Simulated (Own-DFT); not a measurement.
Simulation results for Si₃Ge (diamond-structure random alloy, atoms displaced)

Computed with Own-DFT development build. A calculation, not a measurement: plane-wave density functional theory by an unreviewed code, no spin, of a simulated periodic cell, stress positive in tension, run twice, with PBE and with PBEsol, both on files made for PBE, so the change isn't that of files made for PBEsol, forces on such cells passed a denser k mesh, this cell's mesh not checked; the far tail of each file's local potential was reset to the Coulomb form; each entry is a single point on an unrelaxed cell, so the pressure reflects the starting lattice, mostly measured values (interpolated for alloys), from which strain is counted, and rises with the displacements; printed positions are rounded, which can move forces by about a meV/angstrom; the program, named Own-DFT, is a retired in-house code; no spin-orbit coupling; stress was not checked against mesh or cutoff.

Settings shared by all entries: functional PBE, then PBEsol; potential files PseudoDojo norm-conserving, scalar-relativistic, standard set; wave cutoff 42 hartree; occupations Fermi-Dirac; smearing width 0.1 eV; k mesh 3 x 3 x 3 centred on Gamma.

(1) Si₃Ge (diamond-structure random alloy, atoms displaced)

```
cell vectors (Å)
  10.9755     0.0000     0.0000
   0.0000    10.9755     0.0000
   0.0000     0.0000    10.9755
atoms (fractions of the cell vectors)
Si  0.00271  0.98833  0.99154
Si  0.00174  0.25520  0.25780
Si  0.25243  0.00208  0.26074
Si  0.26049  0.24382  0.99654
Si  0.11996  0.11415  0.12180
Si  0.12711  0.37060  0.36498
Si  0.37486  0.12615  0.37661
Ge  0.38072  0.37373  0.13816
Si  0.00260  0.00543  0.50291
Si  0.99482  0.23549  0.75537
Si  0.24291  0.99997  0.74990
Si  0.24520  0.25033  0.50028
Si  0.12645  0.12338  0.62494
Si  0.11931  0.37118  0.87894
Ge  0.37887  0.12584  0.88041
Si  0.38238  0.37407  0.62480
Si  0.00657  0.48070  0.00529
Si  0.00026  0.73689  0.24676
Ge  0.25001  0.50314  0.25184
Si  0.24994  0.76349  0.00280
Si  0.12075  0.61706  0.11820
Si  0.12271  0.87867  0.37965
Ge  0.37049  0.62634  0.36572
Ge  0.37207  0.88045  0.12167
Si  0.00729  0.50292  0.49744
Si  0.99535  0.74995  0.76415
Ge  0.24751  0.51053  0.74672
Ge  0.25248  0.74607  0.50152
Ge  0.12838  0.63132  0.62585
Si  0.12265  0.88442  0.87554
Si  0.37396  0.62061  0.87041
Si  0.37208  0.87524  0.63059
Si  0.50475  0.00197  0.00073
Ge  0.50783  0.24358  0.24585
Si  0.75117  0.99315  0.25411
Si  0.74284  0.25547  0.00155
Si  0.62120  0.11967  0.12591
Ge  0.63283  0.37637  0.37267
Si  0.87932  0.12510  0.37667
Si  0.87474  0.36745  0.12430
Ge  0.50145  0.99768  0.50450
Si  0.50397  0.25296  0.75104
Si  0.75969  0.00824  0.74776
Ge  0.75704  0.25085  0.49986
Si  0.63539  0.11708  0.62462
Si  0.62077  0.38012  0.88392
Si  0.86791  0.12305  0.86324
Si  0.87508  0.38087  0.62344
Ge  0.49534  0.49600  0.00282
Ge  0.49672  0.75106  0.25677
Si  0.75695  0.50285  0.25366
Si  0.75173  0.74726  0.99867
Si  0.62684  0.62765  0.13251
Si  0.62730  0.87385  0.36289
Ge  0.86521  0.63292  0.37702
Si  0.87701  0.87960  0.11933
Si  0.49620  0.49721  0.49889
Si  0.50420  0.74526  0.74835
Si  0.76272  0.50077  0.75137
Si  0.76701  0.74423  0.49722
Si  0.62770  0.62801  0.61855
Ge  0.61802  0.87580  0.86765
Si  0.86648  0.62678  0.87101
Si  0.88596  0.87665  0.62512
```

* PBE pressure: 3.29 GPa
* PBE stress xx: -3.3 GPa
* PBE stress yy: -3.21 GPa
* PBE stress zz: -3.36 GPa
* PBE stress yz: -1.23 GPa
* PBE stress xz: 0.59 GPa
* PBE stress xy: -0.82 GPa
* PBEsol pressure: 1.49 GPa
* PBEsol stress xx: -1.51 GPa
* PBEsol stress yy: -1.41 GPa
* PBEsol stress zz: -1.56 GPa
* PBEsol stress yz: -1.24 GPa
* PBEsol stress xz: 0.59 GPa
* PBEsol stress xy: -0.84 GPa
* rms change of force components from PBE to PBEsol: 0.05 eV/Å

Force:
| force element | PBE force x (eV/Å) | PBE force y (eV/Å) | PBE force z (eV/Å) | PBEsol force x (eV/Å) | PBEsol force y (eV/Å) | PBEsol force z (eV/Å) |
| --- | --- | --- | --- | --- | --- | --- |
| Si | -1.747 | 2.409 | 1.048 | -1.742 | 2.392 | 1.03 |
| Si | -0.693 | -1.797 | -1.895 | -0.686 | -1.776 | -1.875 |
| Si | -0.851 | -0.152 | -0.922 | -0.788 | -0.197 | -0.954 |
| Si | -2.13 | 1.232 | 1.665 | -2.003 | 1.2 | 1.637 |
| Si | 0.717 | 1.051 | 0.41 | 0.697 | 1.036 | 0.398 |
| Si | 0.253 | 0.989 | 1.996 | 0.32 | 1.045 | 1.922 |
| Si | 0.146 | 0.328 | 0.527 | 0.243 | 0.338 | 0.523 |
| Ge | -1.091 | -0.55 | -1.392 | -1.015 | -0.497 | -1.328 |
| Si | -0.01 | -0.481 | -0.34 | -0.012 | -0.464 | -0.328 |
| Si | 0.977 | 2.173 | -1.303 | 0.977 | 2.143 | -1.299 |
| Si | 1.047 | 0.251 | -0.019 | 1.077 | 0.29 | 0.022 |
| Si | 0.808 | 0.231 | 0.01 | 0.793 | 0.238 | 0.016 |
| Si | -0.213 | 0.517 | 0.197 | -0.206 | 0.52 | 0.191 |
| Si | 1.49 | -1.233 | -1.175 | 1.516 | -1.19 | -1.222 |
| Ge | 0.388 | -0.7 | -1.62 | 0.386 | -0.689 | -1.58 |
| Si | -1.15 | -0.098 | 0.074 | -1.19 | -0.064 | 0.111 |
| Si | -1.577 | 1.763 | -0.39 | -1.57 | 1.745 | -0.373 |
| Si | 0.103 | 1.857 | -0.131 | 0.057 | 1.783 | -0.07 |
| Ge | -1.123 | -0.632 | -1.144 | -0.99 | -0.605 | -1.104 |
| Si | -0.793 | -2.018 | -1.235 | -0.723 | -1.941 | -1.157 |
| Si | 0.654 | 0.818 | -0.08 | 0.703 | 0.769 | -0.052 |
| Si | -0.004 | -0.823 | -0.635 | 0.02 | -0.868 | -0.593 |
| Ge | 0.747 | -0.503 | 2.225 | 0.686 | -0.453 | 2.119 |
| Ge | 0.589 | 0.561 | 1.124 | 0.608 | 0.522 | 1.133 |
| Si | -0.56 | -0.473 | -0.202 | -0.535 | -0.382 | -0.199 |
| Si | 0.761 | 0.523 | -1.116 | 0.801 | 0.481 | -1.131 |
| Ge | 0.279 | -2.504 | 0.596 | 0.227 | -2.389 | 0.527 |
| Ge | 0.079 | 1.738 | -0.445 | 0.071 | 1.605 | -0.427 |
| Ge | -2.006 | 0.14 | 0.146 | -1.855 | 0.133 | 0.137 |
| Si | 1.003 | -2.029 | -0.819 | 1.013 | -2.014 | -0.833 |
| Si | 0.314 | 1.572 | 1.165 | 0.287 | 1.463 | 1.147 |
| Si | 0.314 | -0.474 | 0.222 | 0.312 | -0.47 | 0.134 |
| Si | -0.301 | -0.464 | -0.144 | -0.351 | -0.514 | -0.199 |
| Ge | -0.341 | 0.007 | 1.542 | -0.349 | 0.1 | 1.504 |
| Si | 0.721 | 1.365 | -1.171 | 0.723 | 1.36 | -1.153 |
| Si | 0.342 | -1.326 | -0.182 | 0.332 | -1.316 | -0.18 |
| Si | 1.846 | -0.31 | -0.413 | 1.779 | -0.246 | -0.348 |
| Ge | -0.667 | 0.127 | 0.216 | -0.649 | 0.047 | 0.21 |
| Si | -0.039 | -0.307 | -0.307 | -0.096 | -0.256 | -0.264 |
| Si | -0.08 | 0.472 | 0.892 | -0.093 | 0.458 | 0.886 |
| Ge | 0.117 | -0.15 | -0.569 | 0.117 | -0.147 | -0.559 |
| Si | 0.735 | -0.56 | -0.214 | 0.699 | -0.606 | -0.165 |
| Si | -1.365 | -2.637 | -1.082 | -1.385 | -2.678 | -1.044 |
| Ge | -0.324 | -0.313 | 0.436 | -0.353 | -0.268 | 0.385 |
| Si | -0.888 | 1.484 | 0.163 | -0.902 | 1.472 | 0.062 |
| Si | 1.02 | -0.248 | -1.671 | 0.941 | -0.178 | -1.602 |
| Si | 0.691 | 0.583 | 3.423 | 0.674 | 0.588 | 3.428 |
| Si | 1.515 | -0.702 | 0.299 | 1.455 | -0.744 | 0.234 |
| Ge | 0.264 | 1.469 | 0.455 | 0.217 | 1.385 | 0.5 |
| Ge | 0.627 | 0.363 | -1.816 | 0.521 | 0.331 | -1.76 |
| Si | -0.482 | -0.433 | -1.375 | -0.459 | -0.429 | -1.256 |
| Si | -0.718 | 0.653 | 0.504 | -0.75 | 0.691 | 0.469 |
| Si | 0.161 | -0.382 | -0.69 | 0.061 | -0.369 | -0.667 |
| Si | 0.36 | -0.448 | 2.578 | 0.246 | -0.48 | 2.549 |
| Ge | 3.185 | -2.594 | -1.656 | 3.114 | -2.543 | -1.632 |
| Si | -0.008 | -1.392 | 0.527 | -0.012 | -1.368 | 0.528 |
| Si | 0.697 | 0.591 | -0.329 | 0.692 | 0.593 | -0.415 |
| Si | -1.01 | -0.168 | -0.573 | -0.946 | -0.123 | -0.513 |
| Si | -2.42 | -0.343 | -0.5 | -2.406 | -0.357 | -0.496 |
| Si | -3.311 | 3.269 | 2.361 | -3.203 | 3.166 | 2.266 |
| Si | 0.476 | -0.671 | 0.2 | 0.475 | -0.663 | 0.182 |
| Ge | 1.533 | 0.232 | 0.545 | 1.489 | 0.235 | 0.53 |
| Si | 1.482 | -0.641 | 1.646 | 1.469 | -0.637 | 1.64 |
| Si | -0.542 | -0.211 | 0.365 | -0.532 | -0.212 | 0.36 |

(2) Si₃Ge (diamond-structure random alloy, atoms displaced)

```
cell vectors (Å)
  10.9755     0.0000     0.0000
   0.0000    10.9755     0.0000
   0.0000     0.0000    10.9755
atoms (fractions of the cell vectors)
Si  0.99818  0.00639  0.99944
Si  0.00520  0.24811  0.25313
Si  0.25150  0.00250  0.24936
Si  0.24516  0.24730  0.99943
Si  0.11747  0.12658  0.11263
Ge  0.12661  0.37142  0.38415
Ge  0.37109  0.13245  0.37226
Ge  0.36948  0.37611  0.12454
Si  0.00011  0.99549  0.50553
Si  0.00486  0.24620  0.75679
Si  0.24988  0.01079  0.75386
Si  0.26323  0.25530  0.50162
Si  0.11802  0.13090  0.63278
Si  0.12435  0.37040  0.85961
Si  0.38105  0.12548  0.87397
Si  0.37060  0.36683  0.61603
Si  0.00392  0.50433  0.99531
Ge  0.00443  0.75171  0.24973
Si  0.25417  0.49851  0.24973
Si  0.24822  0.75082  0.99547
Si  0.11967  0.61895  0.12194
Si  0.13385  0.87570  0.37602
Si  0.37528  0.61811  0.36701
Si  0.37295  0.86763  0.12553
Si  0.00354  0.49519  0.49112
Si  0.00814  0.74703  0.75612
Ge  0.25807  0.50081  0.74589
Si  0.25274  0.74194  0.49396
Ge  0.12358  0.62319  0.62986
Si  0.12337  0.87030  0.86317
Si  0.37558  0.62608  0.87943
Ge  0.37853  0.87254  0.62086
Ge  0.49836  0.99862  0.00523
Si  0.50400  0.25225  0.24434
Si  0.75744  0.00425  0.25136
Si  0.74536  0.25090  0.00514
Si  0.62595  0.12786  0.12394
Si  0.62517  0.36657  0.37832
Ge  0.87806  0.12698  0.37379
Si  0.86817  0.37203  0.12290
Si  0.50994  0.99866  0.50019
Ge  0.50492  0.25490  0.75482
Ge  0.75144  0.99465  0.74896
Si  0.74316  0.25438  0.50764
Si  0.62345  0.12703  0.62854
Ge  0.62574  0.37439  0.86957
Ge  0.87400  0.12566  0.87035
Ge  0.86842  0.36908  0.63217
Si  0.49392  0.49845  0.98978
Si  0.50727  0.74886  0.24669
Si  0.75211  0.49418  0.24640
Si  0.74810  0.75331  0.00457
Si  0.62121  0.63000  0.11685
Si  0.62733  0.87198  0.37428
Si  0.86568  0.62866  0.38077
Si  0.87676  0.88248  0.13059
Si  0.50723  0.50147  0.48946
Si  0.50564  0.74835  0.74118
Si  0.74627  0.50186  0.76005
Ge  0.75375  0.75095  0.49537
Si  0.62578  0.62639  0.63150
Si  0.62576  0.87883  0.87133
Ge  0.86919  0.61786  0.87157
Si  0.87625  0.86947  0.61307
```

- PBE pressure: 2.98 GPa
- PBE stress xx: -3.03 GPa
- PBE stress yy: -3.13 GPa
- PBE stress zz: -2.79 GPa
- PBE stress yz: -1.78 GPa
- PBE stress xz: -0.57 GPa
- PBE stress xy: -0.72 GPa
- PBEsol pressure: 1.19 GPa
- PBEsol stress xx: -1.24 GPa
- PBEsol stress yy: -1.34 GPa
- PBEsol stress zz: -1.01 GPa
- PBEsol stress yz: -1.79 GPa
- PBEsol stress xz: -0.57 GPa
- PBEsol stress xy: -0.73 GPa
- rms change of force components from PBE to PBEsol: 0.049 eV/Å

Force:
| force element | PBE force x (eV/Å) | PBE force y (eV/Å) | PBE force z (eV/Å) | PBEsol force x (eV/Å) | PBEsol force y (eV/Å) | PBEsol force z (eV/Å) |
| --- | --- | --- | --- | --- | --- | --- |
| Si | -0.241 | -1.759 | -0.761 | -0.29 | -1.707 | -0.821 |
| Si | -0.393 | 0.409 | -1.195 | -0.386 | 0.406 | -1.08 |
| Si | -0.645 | -0.173 | -0.904 | -0.587 | -0.107 | -0.858 |
| Si | 0.315 | 0.266 | -1.116 | 0.367 | 0.315 | -1.066 |
| Si | 1.024 | -0.044 | 1.819 | 1.009 | -0.04 | 1.808 |
| Ge | 1.023 | -0.151 | -1.461 | 1.006 | -0.152 | -1.427 |
| Ge | 1.472 | -1.054 | -0.221 | 1.433 | -1.02 | -0.22 |
| Ge | 0.675 | -0.386 | -0.646 | 0.658 | -0.382 | -0.63 |
| Si | 0.871 | 0.612 | -0.673 | 0.832 | 0.652 | -0.713 |
| Si | -1.407 | 0.375 | -0.91 | -1.511 | 0.351 | -0.884 |
| Si | -0.019 | -0.998 | -0.678 | 0.016 | -1.014 | -0.702 |
| Si | -3.022 | -1.993 | -0.251 | -3.011 | -2.016 | -0.376 |
| Si | 1.369 | -0.742 | -1.419 | 1.35 | -0.726 | -1.428 |
| Si | 0.912 | 1.176 | 2.199 | 0.959 | 1.231 | 2.131 |
| Si | -0.826 | 0.3 | 0.864 | -0.709 | 0.307 | 0.859 |
| Si | 2.794 | 2.516 | 1.545 | 2.789 | 2.527 | 1.639 |
| Si | -0.645 | -1.941 | -0.257 | -0.685 | -1.882 | -0.316 |
| Ge | -0.558 | -0.138 | 0.466 | -0.541 | -0.131 | 0.459 |
| Si | -1.502 | 0.183 | -0.077 | -1.485 | 0.083 | -0.094 |
| Si | -0.54 | -0.295 | 0.356 | -0.547 | -0.287 | 0.355 |
| Si | 1.344 | 0.608 | 0.283 | 1.291 | 0.65 | 0.341 |
| Si | -0.313 | 0.208 | 0.271 | -0.36 | 0.166 | 0.229 |
| Si | 0.818 | 0.965 | 0.36 | 0.807 | 0.956 | 0.355 |
| Si | -0.081 | 0.4 | 0.457 | -0.039 | 0.433 | 0.413 |
| Si | -1.86 | 1.238 | 1.726 | -1.768 | 1.175 | 1.724 |
| Si | -2.324 | -0.204 | -1.501 | -2.312 | -0.315 | -1.503 |
| Ge | 0.029 | -0.604 | 0.227 | -0.019 | -0.55 | 0.181 |
| Si | 0.027 | 0.274 | 0.209 | 0.027 | 0.259 | 0.299 |
| Ge | 0.06 | -0.115 | -1.444 | 0.105 | -0.16 | -1.371 |
| Si | 0.964 | 1.881 | 1.939 | 0.96 | 1.879 | 1.918 |
| Si | 0.281 | 0.691 | -1.102 | 0.226 | 0.653 | -1.145 |
| Ge | -0.635 | 0.528 | -0.03 | -0.621 | 0.511 | -0.033 |
| Ge | 0.136 | -0.146 | -0.452 | 0.141 | -0.139 | -0.443 |
| Si | -0.241 | -0.019 | 0.417 | -0.333 | -0.008 | 0.407 |
| Si | -1.396 | -0.336 | -0.169 | -1.332 | -0.269 | -0.104 |
| Si | 0.333 | -0.233 | -0.895 | 0.322 | -0.23 | -0.988 |
| Si | 0.173 | -0.653 | 0.655 | 0.117 | -0.712 | 0.601 |
| Si | 0.246 | 0.927 | -1.052 | 0.241 | 0.903 | -1.047 |
| Ge | -0.122 | 0.186 | 1.297 | -0.121 | 0.182 | 1.267 |
| Si | 1.84 | 0.341 | 0.164 | 1.834 | 0.331 | 0.153 |
| Si | -0.717 | 0.469 | -0.339 | -0.784 | 0.455 | -0.32 |
| Ge | -1.603 | -1.097 | -1.727 | -1.501 | -1.015 | -1.63 |
| Ge | 0.143 | 0.137 | -1.158 | 0.18 | 0.183 | -1.092 |
| Si | 0.369 | -1.233 | -0.561 | 0.468 | -1.204 | -0.53 |
| Si | 0.302 | -0.5 | -0.355 | 0.29 | -0.487 | -0.245 |
| Ge | 0.437 | 0.652 | 2.058 | 0.367 | 0.578 | 1.955 |
| Ge | -0.264 | 0.232 | 1.106 | -0.303 | 0.186 | 1.037 |
| Ge | 1.084 | 1.015 | -0.112 | 1.052 | 0.986 | -0.101 |
| Si | 0.616 | 0.24 | 1.17 | 0.629 | 0.128 | 1.16 |
| Si | -0.983 | -0.067 | 0.326 | -0.963 | -0.058 | 0.332 |
| Si | -0.947 | 0.917 | 0.552 | -0.943 | 0.915 | 0.55 |
| Si | 0.469 | 0.596 | -0.612 | 0.514 | 0.561 | -0.644 |
| Si | 0.271 | -1.499 | 0.336 | 0.257 | -1.504 | 0.319 |
| Si | 0.046 | 0.944 | -0.717 | 0.099 | 0.879 | -0.662 |
| Si | 1.947 | -1.981 | -1.941 | 1.896 | -1.855 | -1.891 |
| Si | 0.084 | -0.462 | -0.975 | 0.133 | -0.51 | -0.923 |
| Si | -0.662 | -0.309 | 1.184 | -0.644 | -0.293 | 1.18 |
| Si | -0.8 | 0.445 | 1.868 | -0.845 | 0.503 | 1.806 |
| Si | -0.217 | -0.365 | -2.245 | -0.168 | -0.405 | -2.151 |
| Ge | -1.632 | -0.146 | 1.145 | -1.598 | -0.133 | 1.124 |
| Si | 0.519 | -0.95 | -1.289 | 0.565 | -0.918 | -1.326 |
| Si | -0.387 | -1.191 | 0.695 | -0.382 | -1.083 | 0.679 |
| Ge | 1.1 | 1.914 | 1.419 | 1.075 | 1.867 | 1.386 |
| Si | 0.887 | 0.14 | 2.131 | 0.771 | 0.102 | 2.101 |
